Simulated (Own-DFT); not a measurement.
Simulation results for AlN (wurtzite, strained, atoms displaced)

Computed with Own-DFT development build. A calculation, not a measurement: plane-wave PBE density functional theory by an unreviewed code, no spin, of a simulated periodic cell, stress positive in tension, free energy of the whole cell less one offset for each atom, forces on such cells passed a denser k mesh, this cell's mesh not checked; offsets are fitted by least squares, one for each functional and potential file, so energies compare only between cells with the same atoms and settings and are not formation energies; the far tail of each file's local potential was reset to the Coulomb form; each entry is a single point on an unrelaxed cell, so the pressure reflects the starting lattice, mostly measured values (interpolated for alloys), from which strain is counted, and rises with the displacements; printed positions are rounded, which can move forces by about a meV/angstrom; the program, named Own-DFT, is a retired in-house code; no spin-orbit coupling.

Common to all runs: functional PBE; potential files PseudoDojo norm-conserving, scalar-relativistic, standard set; wave cutoff 42 hartree; occupations Fermi-Dirac; smearing width 0.1 eV; hardware one NVIDIA H100; k mesh 2 x 2 x 2 centred on Gamma.

(1) AlN (wurtzite, strained, atoms displaced)

```
CELL_PARAMETERS angstrom
12.39510 0.08800 0.11270
-6.12130 10.81390 -0.17810
0.09020 -0.11260 9.86950
ATOMIC_POSITIONS crystal
Al 0.08899 0.17065 0.98919
Al 0.17425 0.09401 0.24604
N 0.08143 0.16100 0.18075
N 0.16915 0.08447 0.44356
Al 0.08438 0.17223 0.49971
Al 0.16787 0.08517 0.75361
N 0.08318 0.16517 0.69010
N 0.16959 0.08461 0.94360
Al 0.08943 0.42293 0.00692
Al 0.16373 0.33696 0.24964
N 0.08710 0.41682 0.19076
N 0.16902 0.33026 0.44093
Al 0.08445 0.42268 0.50036
Al 0.16448 0.32821 0.74273
N 0.08014 0.41560 0.69623
N 0.16922 0.33109 0.94290
Al 0.08578 0.67025 0.00297
Al 0.16477 0.58173 0.25418
N 0.07601 0.66341 0.19746
N 0.16389 0.58397 0.44013
Al 0.08580 0.66631 0.49865
Al 0.17214 0.58060 0.74823
N 0.08899 0.67287 0.68926
N 0.17078 0.58469 0.93244
Al 0.09342 0.92556 0.00968
Al 0.16007 0.83692 0.25430
N 0.08818 0.91607 0.19265
N 0.16887 0.83458 0.43018
Al 0.08196 0.91765 0.50452
Al 0.17027 0.83588 0.75310
N 0.08515 0.91573 0.69310
N 0.16316 0.83370 0.94807
Al 0.33551 0.16990 0.99681
Al 0.41521 0.08551 0.25032
N 0.33895 0.16350 0.19912
N 0.41524 0.08261 0.44134
Al 0.33020 0.16462 0.49338
Al 0.42154 0.08700 0.75227
N 0.33098 0.16006 0.69805
N 0.41758 0.08342 0.94198
Al 0.33565 0.42373 0.00654
Al 0.41847 0.33606 0.24686
N 0.33524 0.41999 0.19407
N 0.42232 0.33769 0.44037
Al 0.32998 0.41429 0.50001
Al 0.41686 0.33557 0.74251
N 0.33620 0.42086 0.69050
N 0.41202 0.33108 0.93680
Al 0.33130 0.66847 0.99439
Al 0.40919 0.58647 0.24995
N 0.34072 0.67075 0.17799
N 0.42122 0.58051 0.45070
Al 0.33124 0.67186 0.51016
Al 0.42452 0.58927 0.75110
N 0.33323 0.66137 0.69095
N 0.41257 0.57799 0.93749
Al 0.34036 0.92184 0.00433
Al 0.41409 0.83590 0.25149
N 0.33656 0.91937 0.19525
N 0.41299 0.83002 0.44628
Al 0.32711 0.91138 0.50082
Al 0.42580 0.84104 0.75260
N 0.33000 0.91375 0.69373
N 0.41562 0.83263 0.94380
Al 0.58419 0.17061 0.00258
Al 0.66797 0.08186 0.25426
N 0.57402 0.16193 0.18119
N 0.66630 0.08488 0.44196
Al 0.57670 0.16841 0.49792
Al 0.65665 0.07182 0.75419
N 0.58682 0.15747 0.68962
N 0.66543 0.08295 0.94289
Al 0.58885 0.42323 0.99342
Al 0.66495 0.33000 0.26231
N 0.58066 0.41932 0.20722
N 0.68214 0.34082 0.44044
Al 0.58701 0.41874 0.50969
Al 0.66079 0.33986 0.74585
N 0.58515 0.41592 0.69497
N 0.65357 0.32386 0.93921
Al 0.59000 0.67107 0.99617
Al 0.67459 0.58836 0.24671
N 0.58954 0.66791 0.19536
N 0.66860 0.58771 0.44408
Al 0.58756 0.67168 0.51427
Al 0.66190 0.57916 0.76182
N 0.58421 0.66161 0.68233
N 0.66997 0.58291 0.94086
Al 0.58461 0.92136 0.99884
Al 0.66728 0.83030 0.25593
N 0.59074 0.93057 0.18871
N 0.67138 0.84832 0.43815
Al 0.58610 0.91688 0.49753
Al 0.66401 0.82702 0.73954
N 0.57304 0.90839 0.68399
N 0.66808 0.83062 0.94496
Al 0.83752 0.17233 0.99151
Al 0.91055 0.08257 0.24994
N 0.83094 0.16957 0.19703
N 0.92169 0.07859 0.43221
Al 0.83011 0.16381 0.50288
Al 0.91173 0.07942 0.75261
N 0.83470 0.17105 0.68745
N 0.91345 0.08804 0.94624
Al 0.83288 0.42141 0.99264
Al 0.91625 0.32888 0.24344
N 0.82790 0.41015 0.19457
N 0.91474 0.32738 0.43381
Al 0.83499 0.41733 0.50642
Al 0.91981 0.33503 0.74790
N 0.83918 0.41746 0.68175
N 0.90506 0.33139 0.94325
Al 0.83304 0.66739 0.99831
Al 0.92538 0.59291 0.25015
N 0.83602 0.66954 0.18967
N 0.91787 0.58678 0.42766
Al 0.83578 0.66621 0.49987
Al 0.90925 0.57187 0.73977
N 0.83060 0.66063 0.69067
N 0.91445 0.57976 0.93407
Al 0.83731 0.92072 0.99576
Al 0.91464 0.82994 0.25400
N 0.82768 0.92648 0.19304
N 0.91627 0.83362 0.44150
Al 0.83176 0.91450 0.50782
Al 0.91936 0.83403 0.75752
N 0.82573 0.91719 0.68538
N 0.91285 0.82919 0.93662
```

- free energy of cell above offsets: -50.508 eV
- pressure: 7.53 GPa
- stress xx: -6.8 GPa
- stress yy: -3.92 GPa
- stress zz: -11.88 GPa
- stress yz: -2.01 GPa
- stress xz: 1.93 GPa
- stress xy: 2.64 GPa
- wall time: 392.5 s

Force:
```tsv
element	x (eV/Å)	y (eV/Å)	z (eV/Å)
Al	-1.236	-0.523	1.642
Al	-0.645	-1.625	0.942
N	-0.542	1.499	0.929
N	-0.882	-0.287	-0.551
Al	0.084	-1.906	-0.581
Al	0.38	-0.713	-0.682
N	-0.506	-0.651	0.595
N	0.097	-0.373	-0.331
Al	-0.555	-0.916	-2.236
Al	2.051	-1.99	-0.189
N	-1.3	0.904	0.394
N	-1.272	1.228	-0.052
Al	-0.305	-1.877	-0.158
Al	0.402	1.518	1.382
N	1.227	0.264	-1.233
N	-0.795	1.354	-0.806
Al	-0.449	-0.623	-0.673
Al	0.14	0.949	-1.251
N	3.472	1.774	-1.827
N	1.737	-0.307	0.357
Al	-1.974	1.215	-0.004
Al	-1.489	0.719	-0.383
N	-0.133	-1.611	0.019
N	-0.968	-0.352	2.088
Al	-1.242	-1.066	-1.182
Al	2.986	-0.846	-1.86
N	-2.798	1.41	0.296
N	-0.649	-0.583	3.404
Al	0.322	0.251	-0.948
Al	-0.519	-0.604	0.633
N	-0.853	0.403	0.32
N	1.526	0.138	-0.501
Al	0.526	-0.007	0.588
Al	2.074	-1.377	0.469
N	-2.751	2.141	-2.004
N	0.096	-0.462	0.166
Al	0.479	0.996	1.151
Al	-0.028	-1.057	-0.296
N	-0.006	1.698	-1.366
N	0.07	-0.123	-0.058
Al	0.301	-1.646	-1.118
Al	-0.093	-0.216	0.903
N	-0.897	-0.265	0.155
N	-0.015	-1.217	1.013
Al	1.257	1.022	-0.106
Al	-0.71	-1.291	0.949
N	-0.38	-0.656	0.006
N	0.751	1.368	0.6
Al	0.909	0.06	-0.595
Al	3.098	-0.14	1.351
N	-2.167	-0.099	2.064
N	-1.76	1.211	-1.158
Al	1.438	-1.195	-1.65
Al	-1.183	-1.608	-0.703
N	0.232	1.512	1.345
N	1.165	1.922	0.426
Al	-1.262	-0.325	0.032
Al	1.46	0.342	-0.233
N	-1.368	-0.551	-0.291
N	0.566	0.337	-0.866
Al	0.295	1.328	0.076
Al	-3.324	-2.468	0.335
N	0.994	0.836	-0.143
N	0.824	0.431	-0.746
Al	-0.089	-1.237	-0.938
Al	-0.963	1.987	-0.496
N	1.296	1.058	3.367
N	-0.417	-0.418	0.482
Al	1.941	-0.145	0.37
Al	1.609	1.514	-0.575
N	-2.366	2.126	-0.289
N	0.44	0.008	-0.71
Al	-1.41	-2.253	2.254
Al	-0.185	0.327	-3.202
N	1.7	0.339	-2.5
N	-3.03	-1.767	2.507
Al	-0.281	0.936	-2.953
Al	4.254	-3.461	1.245
N	-2.321	1.256	-0.338
N	1.297	2.809	-1.212
Al	-1.502	-0.743	1.853
Al	-1.116	-1.255	1.732
N	-1.381	-0.11	-1.108
N	0.691	-0.134	0.163
Al	-0.272	-0.528	-6.626
Al	1.191	1.084	-3.134
N	0.263	0.389	5.639
N	-0.481	0.295	0.952
Al	0.468	-0.629	1.005
Al	-0.92	1.28	-1.895
N	-0.432	-3.966	0.384
N	1.987	-2.951	1.588
Al	-2.802	1.423	-0.386
Al	-0.657	0.699	1.856
N	3.031	1.071	0.657
N	-0.442	0.835	-2.059
Al	-2.296	-0.491	2.154
Al	1.003	1.278	-0.68
N	0.665	-0.847	-1.813
N	-0.933	0.542	2.571
Al	0.687	0.296	-1.582
Al	-0.232	1.298	-0.598
N	0.13	-1.52	1.56
N	2.498	-1.205	-1.769
Al	-1.243	-1.203	2.18
Al	-1.14	1.284	0.74
N	0.204	1.678	-1.239
N	0.754	1.214	1.456
Al	1.639	0.54	-3.964
Al	-0.975	-0.896	0.747
N	-1.261	-1.545	2.57
N	2.678	1.092	-1.015
Al	1.112	0.28	-0.041
Al	-2.787	-3.63	-1.044
N	0.358	0.045	-0.658
N	0.908	-0.535	3.773
Al	-0.844	0.126	-0.116
Al	1.099	3.501	1.288
N	-0.59	0.598	0.551
N	0.175	0.874	0.275
Al	-0.918	-0.161	1.534
Al	-0.6	2.161	-0.841
N	2.142	-2.8	-1.165
N	0.363	-0.419	0.772
Al	0.35	1.316	-3.415
Al	0.003	-0.8	-2.47
N	1.445	-0.366	2.698
N	0.601	1.183	2.058
```

(2) AlN (wurtzite, strained, atoms displaced)

```
CELL_PARAMETERS angstrom
12.59420 0.01500 -0.12860
-6.28410 10.93870 0.10150
-0.10300 0.03440 9.76990
ATOMIC_POSITIONS crystal
Al 0.08401 0.16767 0.99233
Al 0.17162 0.08221 0.25079
N 0.09199 0.16270 0.18626
N 0.16489 0.08475 0.43973
Al 0.08086 0.16633 0.49259
Al 0.17228 0.08643 0.75343
N 0.08466 0.16216 0.69783
N 0.17038 0.08620 0.94596
Al 0.08148 0.41093 0.00099
Al 0.16757 0.33521 0.24984
N 0.09014 0.42288 0.19393
N 0.16407 0.32679 0.44611
Al 0.08052 0.41748 0.49006
Al 0.16320 0.33780 0.76121
N 0.08961 0.41498 0.68825
N 0.17145 0.33047 0.93421
Al 0.08092 0.66680 0.00120
Al 0.16954 0.58498 0.25423
N 0.08494 0.66675 0.19317
N 0.17302 0.58514 0.44746
Al 0.08172 0.66088 0.50076
Al 0.15793 0.57633 0.74277
N 0.08750 0.67083 0.69341
N 0.16675 0.58174 0.93969
Al 0.08281 0.92531 0.00053
Al 0.15949 0.83364 0.23988
N 0.08856 0.91952 0.18784
N 0.16644 0.82426 0.44549
Al 0.08400 0.92070 0.49272
Al 0.16220 0.83146 0.75883
N 0.07669 0.91594 0.70632
N 0.17298 0.83328 0.94084
Al 0.33452 0.17534 0.00309
Al 0.41599 0.07397 0.25290
N 0.33727 0.16339 0.19004
N 0.42039 0.08359 0.44852
Al 0.33471 0.17107 0.49177
Al 0.42283 0.08671 0.75443
N 0.33185 0.16389 0.69347
N 0.41964 0.08428 0.94772
Al 0.33596 0.41313 0.00307
Al 0.41383 0.33020 0.24263
N 0.33918 0.42052 0.19610
N 0.41670 0.33225 0.44630
Al 0.33059 0.41125 0.50380
Al 0.42276 0.33577 0.73262
N 0.33172 0.40904 0.69263
N 0.42450 0.32804 0.93692
Al 0.32828 0.66401 0.00071
Al 0.40681 0.58199 0.24797
N 0.33288 0.66954 0.19282
N 0.41863 0.58230 0.44209
Al 0.32968 0.65708 0.49582
Al 0.41424 0.58507 0.74790
N 0.32987 0.66707 0.68761
N 0.41590 0.57183 0.94539
Al 0.32523 0.90675 0.00105
Al 0.41285 0.83566 0.25218
N 0.32972 0.92188 0.18471
N 0.42390 0.83743 0.44035
Al 0.33597 0.91578 0.49963
Al 0.42620 0.83786 0.75918
N 0.32841 0.91493 0.69625
N 0.41983 0.83250 0.94232
Al 0.58497 0.16838 0.00938
Al 0.66403 0.07980 0.24443
N 0.58502 0.17209 0.18883
N 0.66500 0.08066 0.44652
Al 0.57899 0.16544 0.50324
Al 0.67087 0.08980 0.74341
N 0.58592 0.16657 0.68566
N 0.66318 0.07534 0.93899
Al 0.58401 0.42086 0.00837
Al 0.66654 0.33974 0.24522
N 0.58118 0.41238 0.18884
N 0.66133 0.32606 0.43351
Al 0.58445 0.41628 0.49685
Al 0.66677 0.33799 0.74072
N 0.57600 0.41378 0.69182
N 0.66814 0.33590 0.94249
Al 0.58386 0.66770 0.99335
Al 0.65582 0.58273 0.25156
N 0.58577 0.66062 0.19089
N 0.65905 0.57191 0.43969
Al 0.58777 0.67279 0.49969
Al 0.65866 0.57825 0.75449
N 0.58336 0.66341 0.69560
N 0.66615 0.58358 0.93806
Al 0.58075 0.92144 0.00169
Al 0.66812 0.83426 0.25316
N 0.57557 0.91355 0.18161
N 0.66885 0.83394 0.44696
Al 0.57444 0.91065 0.49108
Al 0.66779 0.83174 0.75018
N 0.57067 0.90907 0.69016
N 0.67139 0.83987 0.93712
Al 0.83556 0.17371 0.99175
Al 0.91841 0.08410 0.24547
N 0.82980 0.16457 0.18370
N 0.91085 0.08077 0.44297
Al 0.83089 0.16590 0.50298
Al 0.92083 0.08585 0.75632
N 0.83624 0.16940 0.69418
N 0.92004 0.08198 0.95094
Al 0.83262 0.41707 0.00880
Al 0.92046 0.32973 0.25195
N 0.83483 0.41939 0.19379
N 0.91575 0.32784 0.44848
Al 0.83176 0.41649 0.50306
Al 0.91787 0.33516 0.75795
N 0.83941 0.42518 0.68929
N 0.91525 0.33034 0.94572
Al 0.82690 0.66933 0.99744
Al 0.91215 0.58389 0.23992
N 0.83491 0.66784 0.19517
N 0.92240 0.58231 0.44769
Al 0.83765 0.66739 0.49793
Al 0.90919 0.58121 0.75069
N 0.82822 0.65913 0.69356
N 0.91336 0.58445 0.94110
Al 0.83703 0.90881 0.99780
Al 0.91799 0.83487 0.24820
N 0.84219 0.92187 0.18106
N 0.91746 0.83130 0.44148
Al 0.82614 0.91221 0.50563
Al 0.91311 0.82824 0.75732
N 0.84213 0.92792 0.69258
N 0.92072 0.82554 0.94833
```

- free energy of cell above offsets: -52.164 eV
- pressure: 3.9 GPa
- stress xx: -0.23 GPa
- stress yy: -0.23 GPa
- stress zz: -11.25 GPa
- stress yz: 1.42 GPa
- stress xz: -3.79 GPa
- stress xy: -0.62 GPa
- wall time: 405.6 s

Force:
```tsv
element	x (eV/Å)	y (eV/Å)	z (eV/Å)
Al	0.971	-0.5	0.618
Al	0.149	0.285	-0.9
N	-1.991	1.57	0.806
N	0.583	-0.145	0.133
Al	-0.196	-1.083	1.949
Al	-0.343	-0.754	-0.328
N	-1.008	1.357	-0.642
N	-0.366	0.255	-0.098
Al	0.639	1.351	-0.472
Al	1.231	-1.202	0.161
N	-0.511	-1.197	0.212
N	-0.532	1.698	-1.344
Al	1.4	-0.759	1.501
Al	2.651	-1.693	-4.694
N	-2.742	0.225	0.023
N	-1.063	0.694	4.716
Al	0.426	-0.21	-0.956
Al	-0.729	0.663	-0.554
N	-0.495	-0.322	-0.042
N	-1.757	-1.432	-1.239
Al	0.466	1.397	0.535
Al	1.157	1.683	0.638
N	-1.306	-1.404	0.258
N	-0.768	-0.919	0.4
Al	1.915	-0.793	-1.048
Al	2.239	-0.831	1.794
N	-1.891	0.08	0.898
N	-0.874	1.784	-1.365
Al	0.964	-1.182	1.972
Al	0.682	0.667	-2.433
N	0.799	0.046	-1.416
N	-2.728	-1.09	1.885
Al	1.797	-2.277	-1.118
Al	-0.126	2.487	-0.463
N	-0.671	0.492	1.672
N	-1.436	-0.747	-1.335
Al	0.344	-1.639	1.556
Al	-0.921	-1.133	-0.021
N	0.814	0.735	-1.025
N	-0.301	-0.361	-0.131
Al	0.646	-0.637	-1.111
Al	0.869	-0.263	1.335
N	-1.268	-0.945	-0.442
N	-0.119	0.534	-1.207
Al	0.027	0.536	-0.472
Al	-2.314	-2.588	2.446
N	-1.119	1.612	0.389
N	-1.65	1.988	0.404
Al	1.088	0.16	-0.952
Al	2.368	0.498	0.277
N	-0.488	0.011	0.231
N	-0.22	-0.189	-0.084
Al	1.325	2.302	1.287
Al	0.032	-1.078	-0.043
N	0.563	-0.215	0.871
N	-1.045	2.115	-0.382
Al	1.981	2.749	-1.455
Al	0	-0.068	-1.115
N	0.697	-2.098	1.916
N	-2.937	-2.361	-0.999
Al	-0.741	-0.467	1.392
Al	-3.782	-1.73	-1.607
N	1.05	0.518	-0.009
N	-0.841	-0.963	1.615
Al	-0.435	-0.306	-3.139
Al	-0.149	0.862	0.639
N	0.474	-0.892	2.554
N	-0.172	-0.091	-0.904
Al	1.375	-0.005	-1.758
Al	-0.069	-1.987	0.569
N	-0.457	1.303	1.718
N	-0.018	2.854	-0.187
Al	0.668	-0.969	-2.917
Al	1.293	-1.582	0.176
N	-1.216	1.501	1.687
N	0.316	1.438	1.796
Al	-0.15	-1.275	0.064
Al	0.576	-0.755	1.548
N	2.927	1.637	-1.161
N	0.33	0.089	-0.157
Al	-0.284	0.276	0.437
Al	3.657	-1.617	0.305
N	-3.591	2.681	-0.697
N	0.394	2.887	0.574
Al	-0.041	-2.374	0.249
Al	1.146	-0.124	-1.658
N	-0.686	0.906	-0.525
N	-0.433	-0.001	1.553
Al	1.285	-1.267	-2.02
Al	0.249	-0.189	-1.672
N	1.001	0.09	3.467
N	-0.993	-0.227	-1.053
Al	2.468	2.118	2.403
Al	-0.701	1	-0.835
N	3.779	2.084	-1.07
N	0.013	-1.246	1.292
Al	0.035	-3.644	0.681
Al	0.292	0.081	-0.315
N	0.579	0.645	1.068
N	0.421	-0.067	-0.695
Al	0.349	-0.753	-0.333
Al	0.336	0.343	-0.371
N	-0.041	0.284	0.806
N	-0.915	0.106	-1.006
Al	-0.394	0.263	-1.996
Al	-1.286	0.058	-0.117
N	0.502	-0.611	0.927
N	-0.722	0.996	-1.155
Al	0.228	-0.339	-1.638
Al	0.197	0.237	-2.128
N	-0.314	-2.129	0.959
N	0.068	2.051	0.069
Al	1.652	-1.802	0.954
Al	1.665	0.047	1.674
N	-1.739	0.138	-0.49
N	-1.597	-0.651	-1.439
Al	-0.295	-0.96	-0.018
Al	1.952	1.122	0.053
N	-1.526	1.248	-0.243
N	0.191	-0.312	1.09
Al	-1.281	1.402	-0.988
Al	0.275	-0.105	-0.108
N	-1.124	-1.093	2.537
N	-0.916	0.422	0.056
Al	2.122	1.643	-0.529
Al	0.253	0.508	-1.425
N	-0.774	-2.657	0.952
N	-1.337	1.499	-0.501
```
